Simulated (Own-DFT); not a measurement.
# Computed records: Si$_{3}$N$_{4}$ (beta silicon nitride, strained, atoms displaced)

All values are calculated (Own-DFT development build). A calculation, not a measurement: plane-wave PBE density functional theory by an unreviewed code, no spin, of a simulated periodic cell, stress positive in tension, free energy of the whole cell less one offset for each atom, forces on such cells passed a denser k mesh, this cell's mesh not checked; offsets are fitted by least squares, one for each functional and potential file, so energies compare only between cells with the same atoms and settings and are not formation energies; the far tail of each file's local potential was reset to the Coulomb form; each entry is a single point on an unrelaxed cell, so the pressure reflects the starting lattice, mostly measured values (interpolated for alloys), from which strain is counted, and rises with the displacements; printed positions are rounded, which can move forces by about a meV/angstrom; the program, named Own-DFT, is a retired in-house code; no spin-orbit coupling; before rounding, a Quantum ESPRESSO 7.3.1 run of the same cell and cutoff gave forces within 1 meV/angstrom rms on each cell, which checks the program and not the settings.

Common to all runs: functional PBE; potential files PseudoDojo norm-conserving, scalar-relativistic, standard set; wave cutoff 42 hartree; occupations Fermi-Dirac; smearing width 0.1 eV; k mesh 3 x 3 x 3 centred on Gamma.

(1) Si$_{3}$N$_{4}$ (beta silicon nitride, strained, atoms displaced)

```
Si3N4
1.0
      7.6923     0.0732     0.0974
     -3.7827     6.4440     0.0518
      0.1118     0.1331     8.8719
Si N Si N Si N
6 8 6 8 6 8
Direct
  0.17184 0.76728 0.08904
  0.22400 0.39562 0.08794
  0.59920 0.83495 0.08812
  0.83268 0.22628 0.25089
  0.77940 0.59532 0.24198
  0.39832 0.17362 0.25194
  0.32648 0.01749 0.09336
  0.96269 0.29774 0.08261
  0.69237 0.65577 0.08726
  0.68500 0.97922 0.24991
  0.03161 0.69674 0.25018
  0.30606 0.33127 0.25843
  0.33487 0.66647 0.09416
  0.67173 0.33876 0.24603
  0.17259 0.77035 0.41294
  0.23067 0.41080 0.41842
  0.58572 0.82765 0.41799
  0.81509 0.22365 0.58101
  0.76748 0.59869 0.58122
  0.39752 0.18277 0.57366
  0.32631 0.02996 0.42842
  0.97033 0.30708 0.40692
  0.70211 0.67125 0.41163
  0.67047 0.97066 0.58075
  0.02879 0.70325 0.58571
  0.30428 0.33122 0.59149
  0.34426 0.66982 0.41401
  0.67549 0.33303 0.57316
  0.17106 0.78020 0.75761
  0.24566 0.41349 0.75521
  0.58903 0.83657 0.75147
  0.82862 0.24255 0.91614
  0.77954 0.60001 0.91321
  0.41288 0.18334 0.91996
  0.33509 0.03277 0.74661
  0.97872 0.31101 0.74535
  0.68452 0.66169 0.74557
  0.66951 0.97722 0.92015
  0.03779 0.70364 0.90376
  0.29884 0.33254 0.91370
  0.34075 0.66508 0.73836
  0.67452 0.34451 0.91448
```

The calculation gives: free energy of cell above offsets -2.918 eV; pressure 5.03 GPa; stress xx -1.08 GPa; stress yy -16.45 GPa; stress zz 2.44 GPa; stress yz 4.23 GPa; stress xz 4.71 GPa; stress xy 2.74 GPa.

Force:
```tsv
element	x (eV/Å)	y (eV/Å)	z (eV/Å)
Si	1.332	-2.077	-2.143
Si	0.187	1.196	-0.269
Si	0.177	-1.786	-0.072
Si	-2.373	3.279	-0.08
Si	-2.242	0.159	2.636
Si	3.524	-0.02	0.649
N	-0.175	4.254	-1.351
N	1.876	0.812	-0.861
N	-0.277	2.005	-2.125
N	-0.994	-3.758	0.236
N	0.172	0.481	0.672
N	-2.341	0.41	-1.585
N	-0.186	-0.268	-0.677
N	0.151	-3.159	0.031
Si	0.235	-1.27	2.227
Si	0.236	-1.386	0.938
Si	3.787	0.476	-0.174
Si	2.931	3.023	0.263
Si	0.585	-0.135	-0.664
Si	4.853	-0.916	3.102
N	0.115	-0.142	-3.75
N	1.341	0.044	1.999
N	-0.2	0.483	0.156
N	-0.205	-1.295	-0.113
N	0.43	0.526	-0.031
N	-3.184	1.858	-2.111
N	-3.779	0.018	-0.131
N	-3.741	0.266	0.413
Si	4.161	-0.662	-7.503
Si	-2.43	-1.26	-1.876
Si	1.207	-1.276	0.277
Si	1.517	-0.203	-1.145
Si	-2.487	1.594	-0.46
Si	0.514	-1.329	-1.077
N	0.284	2.479	1.359
N	-0.592	-1.007	0.355
N	0.982	0.791	1.617
N	-0.06	-0.548	-0.711
N	-2.815	-1.434	7.643
N	0.866	-0.978	3.057
N	-2.697	2.79	1.134
N	-0.685	-2.033	0.142
```

(2) Si$_{3}$N$_{4}$ (beta silicon nitride, strained, atoms displaced)

```
Si3N4
1.0
      7.5332    -0.0836    -0.1427
     -3.8390     6.7084     0.1387
     -0.1637     0.0893     8.8352
Si N Si N Si N
6 8 6 8 6 8
Direct
  0.17585 0.77294 0.08172
  0.25209 0.41892 0.07572
  0.59110 0.82990 0.09657
  0.81519 0.22827 0.25099
  0.77467 0.61125 0.23657
  0.40692 0.17664 0.25784
  0.31931 0.03236 0.07633
  0.95241 0.28595 0.07782
  0.69826 0.67567 0.08262
  0.66588 0.96491 0.25244
  0.03101 0.69742 0.25464
  0.29253 0.32380 0.24188
  0.32254 0.65620 0.08987
  0.66341 0.33648 0.25076
  0.17412 0.78072 0.42190
  0.23627 0.40127 0.41607
  0.59839 0.83240 0.40501
  0.82338 0.22138 0.58482
  0.76257 0.59215 0.57898
  0.40165 0.17497 0.57138
  0.33339 0.04855 0.41857
  0.96754 0.30309 0.41552
  0.71543 0.66404 0.41813
  0.67389 0.97574 0.58869
  0.03462 0.69379 0.58962
  0.29974 0.32528 0.57833
  0.33091 0.66929 0.42366
  0.66688 0.34257 0.58384
  0.17011 0.76811 0.74264
  0.23558 0.41511 0.75223
  0.58678 0.83219 0.74704
  0.82431 0.23753 0.91081
  0.77613 0.59533 0.91573
  0.40923 0.17253 0.91361
  0.32472 0.03222 0.75128
  0.96882 0.30924 0.75358
  0.69212 0.66684 0.75478
  0.66284 0.97055 0.92228
  0.03840 0.70452 0.91381
  0.30351 0.33649 0.90187
  0.33960 0.67091 0.74793
  0.66965 0.35953 0.91599
```

The calculation gives: free energy of cell above offsets -1.897 eV; pressure 5.39 GPa; stress xx -4.95 GPa; stress yy -5.62 GPa; stress zz -5.61 GPa; stress yz 4.31 GPa; stress xz -9.33 GPa; stress xy -3.07 GPa.

Force:
```tsv
element	x (eV/Å)	y (eV/Å)	z (eV/Å)
Si	-0.098	-0.467	0.708
Si	-2.276	-3.864	-1.001
Si	-0.01	-1.046	-4.808
Si	1.398	1.987	-1.5
Si	1.341	-3.225	4.527
Si	-0.946	1.241	-4.391
N	0.725	0.004	2.535
N	2.102	1.508	1.905
N	-0.73	0.688	-2.027
N	-0.153	2.87	-1.254
N	0.749	1.407	-1.403
N	0.373	0.331	1.856
N	0.608	3.504	0.141
N	0.352	0.541	-0.372
Si	0.952	-1.607	-0.08
Si	-1.999	1.37	-1.647
Si	0.517	-3.765	6.26
Si	-0.853	4.106	-0.461
Si	1.194	-0.241	4.66
Si	1.138	2.303	5.965
N	-0.081	-5.134	-1.309
N	0.197	-0.852	0.338
N	-4.26	3.29	-4.514
N	-0.079	-1.749	-2.808
N	-2.217	-0.191	-3.652
N	-1.466	0.937	1.604
N	1.102	0.443	-0.686
N	1.267	-2.846	-0.186
Si	2.316	1.529	4.019
Si	-0.474	0.15	-3.521
Si	3.264	-0.343	2.575
Si	-1.307	-0.689	1.301
Si	-2.1	4.301	-0.45
Si	-1.062	1.705	-0.787
N	0.447	-0.3	-1.735
N	0.443	-0.236	-1.544
N	0.016	1.102	-2.18
N	-0.441	0.369	-0.942
N	-0.272	-0.248	0.148
N	1.426	-1.002	4.652
N	-2.928	-0.963	0.028
N	1.825	-6.917	0.035
```
